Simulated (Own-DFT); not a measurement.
## Calculated data, AlN (wurtzite, strained, atoms displaced)

All values are calculated (Own-DFT development build). A calculation, not a measurement: plane-wave PBE density functional theory by an unreviewed code, no spin, of a simulated periodic cell, stress positive in tension, free energy of the whole cell less one offset for each atom, forces on such cells passed a denser k mesh, this cell's mesh not checked; offsets are fitted by least squares, one for each functional and potential file, so energies compare only between cells with the same atoms and settings and are not formation energies; the far tail of each file's local potential was reset to the Coulomb form; each entry is a single point on an unrelaxed cell, so the pressure reflects the starting lattice, mostly measured values (interpolated for alloys), from which strain is counted, and rises with the displacements; printed positions are rounded, which can move forces by about a meV/angstrom; the program, named Own-DFT, is a retired in-house code; no spin-orbit coupling.

Entry: AlN (wurtzite, strained, atoms displaced)

```
AlN
1.0
     12.5044    -0.1936     0.0126
     -6.4198    10.9846     0.0515
      0.0101     0.0535    10.0025
Al N Al N Al N Al N Al N Al N Al N Al N Al N Al N Al N Al N Al N Al N Al N Al N Al N Al N Al N Al N Al N Al N Al N Al N Al N Al N Al N Al N Al N Al N Al N Al N
2 2 2 2 2 2 2 2 2 2 2 2 2 2 2 2 2 2 2 2 2 2 2 2 2 2 2 2 2 2 2 2 2 2 2 2 2 2 2 2 2 2 2 2 2 2 2 2 2 2 2 2 2 2 2 2 2 2 2 2 2 2 2 2
Direct
  0.08789 0.17534 0.00278
  0.16553 0.08467 0.24589
  0.08389 0.16710 0.18794
  0.16715 0.08353 0.43784
  0.08030 0.16571 0.50039
  0.15755 0.07923 0.75042
  0.07643 0.15791 0.68614
  0.16704 0.08045 0.95240
  0.08955 0.42286 0.00817
  0.16148 0.32543 0.26206
  0.08090 0.41195 0.19965
  0.16355 0.33256 0.44064
  0.08426 0.41845 0.50381
  0.17285 0.33369 0.74876
  0.08660 0.41310 0.69059
  0.17029 0.33509 0.94612
  0.08629 0.66270 0.98524
  0.16745 0.58077 0.24379
  0.07357 0.66438 0.19099
  0.16558 0.58091 0.43381
  0.09140 0.67667 0.50664
  0.15991 0.57273 0.74581
  0.08100 0.65795 0.69112
  0.16468 0.58376 0.93880
  0.08606 0.91780 0.00327
  0.17460 0.83280 0.24889
  0.08143 0.90985 0.18646
  0.15704 0.82969 0.44093
  0.07565 0.90793 0.49792
  0.16683 0.83130 0.74108
  0.08249 0.91179 0.68955
  0.16679 0.82993 0.93868
  0.33664 0.17280 0.99712
  0.41516 0.08204 0.24074
  0.33795 0.17990 0.19395
  0.41367 0.07622 0.45030
  0.33043 0.16242 0.49616
  0.41554 0.08065 0.75407
  0.33972 0.17360 0.69661
  0.42106 0.08869 0.94399
  0.33080 0.41229 0.99907
  0.41086 0.32870 0.25474
  0.34010 0.42125 0.18747
  0.41742 0.33674 0.43567
  0.33072 0.41114 0.50256
  0.42097 0.33904 0.75778
  0.33468 0.42048 0.68284
  0.40850 0.33035 0.95202
  0.33667 0.66931 0.99694
  0.41174 0.57158 0.25015
  0.33261 0.66557 0.18689
  0.41270 0.57885 0.43687
  0.33861 0.66703 0.50072
  0.41196 0.57915 0.74341
  0.32861 0.66712 0.69372
  0.41441 0.58632 0.94365
  0.32864 0.90852 0.00697
  0.41913 0.83359 0.24336
  0.33421 0.90960 0.19558
  0.41621 0.83115 0.45205
  0.33807 0.91527 0.50327
  0.41058 0.83461 0.74953
  0.33249 0.91422 0.69209
  0.42207 0.83718 0.93571
  0.57881 0.16298 0.99561
  0.66465 0.08399 0.25004
  0.58636 0.16157 0.19124
  0.67119 0.07966 0.43702
  0.58570 0.17237 0.50568
  0.67718 0.08986 0.74629
  0.57920 0.16193 0.69742
  0.65324 0.07493 0.94412
  0.58695 0.41260 0.00102
  0.66304 0.33006 0.24921
  0.58459 0.41574 0.19439
  0.66674 0.33109 0.43549
  0.57692 0.41573 0.49900
  0.66365 0.32841 0.74954
  0.57567 0.41230 0.68732
  0.66230 0.32982 0.94051
  0.57923 0.66604 0.99336
  0.65762 0.57986 0.24950
  0.58163 0.66409 0.19043
  0.67053 0.58139 0.44555
  0.58780 0.66382 0.50416
  0.67360 0.59113 0.75531
  0.58267 0.66682 0.68603
  0.66334 0.57848 0.94452
  0.58018 0.92014 0.99728
  0.67840 0.84420 0.25138
  0.57961 0.91655 0.19561
  0.66173 0.82553 0.43892
  0.57639 0.91176 0.50049
  0.66913 0.83079 0.75016
  0.58355 0.91177 0.68427
  0.66914 0.83603 0.94221
  0.83827 0.17074 0.99828
  0.91154 0.08943 0.24687
  0.83979 0.16582 0.18918
  0.92242 0.08377 0.43901
  0.82830 0.16445 0.49257
  0.91248 0.08418 0.75358
  0.83419 0.16617 0.69947
  0.91993 0.08352 0.93464
  0.83767 0.41641 0.99920
  0.91043 0.32461 0.24483
  0.83560 0.41775 0.19691
  0.92173 0.32944 0.44014
  0.83016 0.41470 0.50145
  0.92310 0.33666 0.75744
  0.82751 0.41975 0.69515
  0.92249 0.33076 0.93725
  0.82636 0.66838 0.99918
  0.91697 0.58507 0.25653
  0.83101 0.66105 0.19522
  0.91873 0.58245 0.44619
  0.83535 0.67035 0.50002
  0.91410 0.58655 0.74765
  0.83421 0.65918 0.68627
  0.91602 0.58404 0.94053
  0.83965 0.91716 0.99927
  0.91080 0.83196 0.25420
  0.83513 0.92233 0.19465
  0.91987 0.83333 0.43533
  0.83353 0.91480 0.50677
  0.90845 0.82723 0.74964
  0.83856 0.91751 0.69695
  0.92296 0.83350 0.94040
```

- functional: PBE
- potential files: PseudoDojo norm-conserving, scalar-relativistic, standard set
- wave cutoff: 42 hartree
- occupations: Fermi-Dirac
- smearing width: 0.1 eV
- hardware: one NVIDIA H100
- k mesh: 2 x 2 x 2 centred on Gamma
- free energy of cell above offsets: -53.845 eV
- pressure: 1.87 GPa
- stress xx: -2.39 GPa
- stress yy: -1.11 GPa
- stress zz: -2.1 GPa
- stress yz: 1.58 GPa
- stress xz: -0.23 GPa
- stress xy: -4.97 GPa
- wall time: 412.2 s

Force:
```tsv
element	x (eV/Å)	y (eV/Å)	z (eV/Å)
Al	0.405	-1.896	-0.341
Al	0.089	-0.951	0.052
N	-0.469	0.06	0.775
N	-0.752	-0.548	0.177
Al	1.281	0.045	-0.34
Al	1.633	0.05	0.376
N	0.381	1.613	1.072
N	-0.867	1.084	-1.555
Al	0.307	-0.876	-0.079
Al	0.337	1.311	-2.339
N	0.587	0.058	-1.379
N	0.509	-0.3	1.778
Al	0.203	0.07	-1.369
Al	-1.065	-1.082	0.308
N	-0.095	-0.371	0.336
N	-1.252	0.371	-1.619
Al	-2.227	0.983	2.266
Al	-1.596	0.341	0.909
N	3.157	0.694	-1.134
N	0.212	0.932	1.428
Al	-0.003	-3.228	-1.561
Al	0.357	1.554	0.491
N	-0.039	1.183	0.489
N	1.418	-0.899	-0.28
Al	0.783	-1.016	-0.448
Al	-3.171	-1.793	0.417
N	0.23	1.175	1.516
N	2.019	1.462	-0.079
Al	1.25	2.278	0.29
Al	-0.521	-0.476	1.467
N	-0.713	0.089	-0.045
N	-0.092	0.56	-0.413
Al	0.094	-1.916	0.843
Al	-0.071	0.356	1.395
N	0.925	-4.113	-1.085
N	0.043	1.413	-1.599
Al	0.531	0.574	1.039
Al	-1.116	0.076	-0.184
N	-0.919	-1.14	-0.36
N	-2.025	-1.875	0.274
Al	0.372	1.954	1.303
Al	0.477	3.089	-0.948
N	-0.995	-2.801	0.37
N	-0.69	-1.276	1.295
Al	-0.099	0.796	-1.805
Al	-0.995	-1.211	-0.302
N	0.675	-0.956	1.911
N	1.584	1.838	-2.075
Al	-0.384	0.046	0.042
Al	-0.244	3.005	-0.025
N	0.54	0.286	-0.016
N	0.693	0.049	1.291
Al	-1.001	-1.061	-0.286
Al	-0.388	1.632	0.98
N	0.884	-0.5	-0.321
N	0.297	-1.409	-1.658
Al	0.368	0.979	-1.479
Al	-0.129	-1.828	1.865
N	0.083	1.801	-0.806
N	-1.099	-0.239	-2.11
Al	-1.216	-0.451	-0.223
Al	1.918	-0.546	-0.341
N	-0.253	0.833	-0.193
N	-1.769	-0.929	0.824
Al	1.489	0.808	0.998
Al	0.879	-0.884	-0.159
N	-1.506	0.993	-0.555
N	-2.224	-0.143	0.464
Al	0.076	-1.493	-0.573
Al	-2.957	-2.729	1.133
N	1.448	0.657	-0.891
N	2.002	2.93	-1.103
Al	-1.275	0.246	0.929
Al	0.481	0.383	-0.364
N	-0.292	-0.607	-0.472
N	-0.866	0.06	1.224
Al	1.587	0.181	0.104
Al	-1.136	0.55	0.204
N	1.727	1.346	0.85
N	1.02	0.043	0.085
Al	0.596	0.302	1.698
Al	1.316	0.317	0.302
N	-0.074	0.989	-0.402
N	-1.199	0.131	-0.521
Al	-0.894	-0.423	-1.964
Al	-0.983	-2.219	-1.063
N	0.792	-0.193	1.841
N	-0.791	0.531	-1.017
Al	1.812	-1.45	1.074
Al	-2.68	-2.777	0.032
N	1.927	0.846	-0.996
N	0.569	1.33	0.739
Al	2.203	0.589	-0.254
Al	-1.506	0.557	0.016
N	0.01	0.922	1.522
N	-0.003	-0.24	-0.222
Al	-0.402	-1.897	-0.302
Al	3.67	-1.784	1.296
N	-3.102	0.497	-1.189
N	-2.263	-0.885	-0.021
Al	2.46	0.581	1.369
Al	0.955	-0.365	-0.86
N	1.077	1.602	-1.644
N	-0.437	0.404	1.878
Al	-0.751	0.408	0.391
Al	0.007	2.14	1.453
N	0.047	-1.004	-1.131
N	-1.891	-0.042	0.208
Al	1.067	0.579	-0.251
Al	-1.175	-0.438	-2.066
N	1.929	-0.905	-0.374
N	-0.781	1.069	1.764
Al	2.459	-0.368	1.545
Al	-0.492	-0.644	-0.023
N	-1.217	1.045	-0.489
N	-0.477	0.397	0.33
Al	1.024	-1.394	-0.978
Al	1.385	-1.447	0.872
N	-1.847	2.359	0.578
N	-0.583	-0.353	-0.579
Al	-0.503	0.201	0.131
Al	1.108	-0.448	-1.713
N	1.572	0.448	-1.231
N	-2.137	-0.368	1.571
Al	-0.234	0.364	-1.281
Al	2.036	0.441	0.335
N	-0.716	-0.339	-0.758
N	-1.721	-0.359	-0.278
```
